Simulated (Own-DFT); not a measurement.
Al$_{31}$GaO$_{48}$ (corundum with substituted atoms, atoms displaced) (calculated)

A calculation, not a measurement: plane-wave PBE density functional theory by an unreviewed code, no spin, of a simulated periodic cell, stress positive in tension, free energy of the whole cell less one offset for each atom, defect cell not probed for a lower state with spin; oxygen file: force components 24 meV/angstrom off all-electron in one glass; forces on such cells passed a denser k mesh, this cell's mesh not checked; offsets are fitted by least squares, one for each functional and potential file, so energies compare only between cells with the same atoms and settings and are not formation energies; the far tail of each file's local potential was reset to the Coulomb form; each entry is a single point on an unrelaxed cell, so the pressure reflects the starting lattice, mostly measured values, from which strain is counted, and rises with the displacements; printed positions are rounded, which can move forces by about a meV/angstrom; the program is a retired in-house code; no spin-orbit coupling; before rounding, a Quantum ESPRESSO 7.3.1 run of the same cell and cutoff gave forces within 1 meV/angstrom rms on each cell, which checks the program and not the settings. Program: Own-DFT development build.

```cif
# cell vector a (Å): 5.4940 0.0000 8.6604
# cell vector b (Å): -2.7470 4.7579 8.6604
# cell vector c (Å): -2.7470 -4.7579 8.6604
data_Al31GaO48
_symmetry_space_group_name_H-M 'P 1'
_symmetry_Int_Tables_number 1
_cell_length_a 10.2561
_cell_length_b 10.2560
_cell_length_c 10.2560
_cell_angle_alpha 55.280
_cell_angle_beta 55.280
_cell_angle_gamma 55.280
_cell_volume 679.15
loop_
_atom_site_label
_atom_site_type_symbol
_atom_site_fract_x
_atom_site_fract_y
_atom_site_fract_z
_atom_site_occupancy
Al1 Al 0.18128 0.18377 0.16248 1
Al2 Al 0.33461 0.30099 0.32371 1
Al3 Al 0.43527 0.41842 0.41182 1
Al4 Al 0.07015 0.06524 0.08712 1
O1 O 0.25970 0.47432 0.13121 1
O2 O 0.46874 0.13236 0.28834 1
O3 O 0.12156 0.28441 0.46748 1
O4 O 0.21387 0.04563 0.37123 1
O5 O 0.02945 0.36300 0.22794 1
O6 O 0.37831 0.22679 0.03366 1
Al5 Al 0.16264 0.19309 0.65611 1
Al6 Al 0.32104 0.31006 0.83731 1
Ga1 Ga 0.41708 0.42799 0.92154 1
Al7 Al 0.05133 0.08901 0.58234 1
O7 O 0.27590 0.46209 0.64272 1
O8 O 0.47053 0.11056 0.79387 1
O9 O 0.12876 0.27974 0.97118 1
O10 O 0.22113 0.02118 0.86884 1
O11 O 0.00925 0.37930 0.74350 1
O12 O 0.37238 0.21594 0.51914 1
Al8 Al 0.17857 0.66284 0.17882 1
Al9 Al 0.32001 0.82708 0.32036 1
Al10 Al 0.42724 0.93897 0.41521 1
Al11 Al 0.06592 0.56258 0.08121 1
O13 O 0.28559 0.97511 0.12450 1
O14 O 0.44770 0.64124 0.28033 1
O15 O 0.14424 0.76085 0.47095 1
O16 O 0.23374 0.53559 0.35977 1
O17 O 0.02393 0.88671 0.22343 1
O18 O 0.38427 0.71832 0.02751 1
Al12 Al 0.17668 0.68212 0.66518 1
Al13 Al 0.33587 0.81862 0.81429 1
Al14 Al 0.44749 0.93053 0.90835 1
Al15 Al 0.07238 0.58867 0.57232 1
O19 O 0.28321 0.97204 0.61659 1
O20 O 0.47092 0.63913 0.75891 1
O21 O 0.11540 0.78870 0.96466 1
O22 O 0.20989 0.54396 0.89023 1
O23 O 0.01388 0.89126 0.72824 1
O24 O 0.36694 0.72218 0.53998 1
Al16 Al 0.69689 0.17718 0.16495 1
Al17 Al 0.81109 0.32564 0.32227 1
Al18 Al 0.93566 0.42659 0.42949 1
Al19 Al 0.55973 0.09344 0.06919 1
O25 O 0.78472 0.46795 0.12709 1
O26 O 0.96913 0.13517 0.27130 1
O27 O 0.63377 0.27370 0.48186 1
O28 O 0.73345 0.02461 0.36490 1
O29 O 0.53698 0.36624 0.21206 1
O30 O 0.86331 0.22344 0.03002 1
Al20 Al 0.67222 0.18143 0.67810 1
Al21 Al 0.81493 0.32951 0.81506 1
Al22 Al 0.91897 0.42667 0.93427 1
Al23 Al 0.57822 0.07523 0.58121 1
O31 O 0.79314 0.45363 0.64153 1
O32 O 0.96524 0.13265 0.77963 1
O33 O 0.61929 0.26725 0.98305 1
O34 O 0.72494 0.01602 0.88926 1
O35 O 0.52861 0.37457 0.72422 1
O36 O 0.87603 0.21858 0.52773 1
Al24 Al 0.65832 0.68337 0.17507 1
Al25 Al 0.80756 0.83586 0.31391 1
Al26 Al 0.93375 0.93111 0.42612 1
Al27 Al 0.58684 0.56362 0.06685 1
O37 O 0.76951 0.97780 0.12366 1
O38 O 0.97742 0.63468 0.25634 1
O39 O 0.62040 0.78180 0.46340 1
O40 O 0.72728 0.53650 0.37332 1
O41 O 0.51197 0.89713 0.21042 1
O42 O 0.88484 0.71128 0.01810 1
Al28 Al 0.67958 0.67447 0.67487 1
Al29 Al 0.83075 0.82467 0.82322 1
Al30 Al 0.94520 0.92000 0.91226 1
Al31 Al 0.56587 0.56417 0.57926 1
O43 O 0.77473 0.97045 0.62538 1
O44 O 0.96569 0.64112 0.77508 1
O45 O 0.62836 0.76715 0.98130 1
O46 O 0.70988 0.53080 0.87530 1
O47 O 0.52457 0.86963 0.72972 1
O48 O 0.87517 0.72573 0.52119 1
_calc_functional 'PBE'
_calc_potential_files 'PseudoDojo norm-conserving, scalar-relativistic, standard set'
_calc_wave_cutoff 72  # hartree
_calc_occupations 'Fermi-Dirac'
_calc_smearing_width 0.1  # eV
_calc_k_mesh '3 x 3 x 3 centred on Gamma'
_calc_free_energy_of_cell_above_offsets '-43.627'  # eV
_calc_pressure 15.7  # GPa
_calc_stress_xx -15.43  # GPa
_calc_stress_yy -18.77  # GPa
_calc_stress_zz -12.89  # GPa
_calc_stress_yz -0.44  # GPa
_calc_stress_xz -0.3  # GPa
_calc_stress_xy -0.79  # GPa
```

Force:
```tsv
element	x (eV/Å)	y (eV/Å)	z (eV/Å)
Al	-1.202	-2.693	0.38
Al	-5.165	4.619	2.515
Al	-2.341	0.226	0.083
Al	2.138	3.161	-0.668
O	1.668	-1.492	1.306
O	5.647	-2.063	-4.088
O	0.588	-0.398	0.715
O	0.183	-1.064	-0.52
O	-1.063	0.99	0.538
O	-2.208	0.682	-4.173
Al	0.171	-4.066	3.019
Al	0.225	2.223	-0.044
Ga	-1.143	0.86	4.454
Al	3.943	-0.754	-0.107
O	0.846	0.929	-0.853
O	0.439	6.074	3.146
O	-1.216	-0.496	-0.709
O	-0.953	0.617	1.682
O	2.435	1.913	-0.198
O	0.271	-0.04	3.231
Al	-0.182	3.076	0.473
Al	-0.643	1.29	2.417
Al	-0.883	-1.324	-1.069
Al	-1.83	0.311	1.271
O	-0.597	1.374	-1.34
O	4.298	-2.213	-0.007
O	-3.055	1.643	-0.32
O	-1.044	-2.843	0.504
O	1.278	-2.612	-1.319
O	-0.465	-0.339	-1.203
Al	-0.894	-2.44	2.054
Al	-3.824	0.568	0.863
Al	-2.518	-7.412	-4.234
Al	0.657	-1.988	-2.435
O	-1.326	0.407	0.004
O	1.834	-1.843	-0.303
O	3.44	-1.813	2.765
O	2.773	2.085	-4.147
O	3.107	1.046	-2.647
O	1.219	1.22	-0.638
Al	-3.61	-3.556	-3.795
Al	2.688	-0.146	3.81
Al	-1.806	2.326	-2.142
Al	4.321	-3.605	1.571
O	-1.705	0.564	-1.256
O	0.052	-1.182	-0.461
O	-2.58	0.53	-2.858
O	-2.483	-0.423	1.562
O	-1.084	0.312	2.326
O	4.336	2.637	3.813
Al	1.584	-1.842	1.449
Al	-0.614	-8.044	4.381
Al	2.079	0.977	-0.877
Al	0.734	0.219	-3.577
O	-0.564	8.894	-4.672
O	0.787	0.515	-0.71
O	0.627	2.742	1.094
O	-0.965	2.553	-1.594
O	0.754	-0.727	-1.861
O	-2.394	0.838	-0.62
Al	0.777	0.194	2.801
Al	1.58	-0.888	1.279
Al	0.07	0.339	-2.414
Al	-3.064	0.848	-0.654
O	0.706	0.387	-0.228
O	-2.363	-2.327	0.723
O	0.654	-0.784	0.726
O	-0.524	-0.555	-1.524
O	0.787	-1.887	0.26
O	-2	-0.668	-0.136
Al	-0.098	1.022	-0.434
Al	-1.916	-0.53	0.797
Al	-4.706	-0.757	0.448
Al	-0.246	3.279	1.517
O	0.096	-0.272	0.957
O	1.817	-0.923	-1.595
O	0.528	1.707	-0.569
O	1.005	-0.306	0.58
O	1.885	1.898	1.098
O	0.247	-0.781	0.386
```
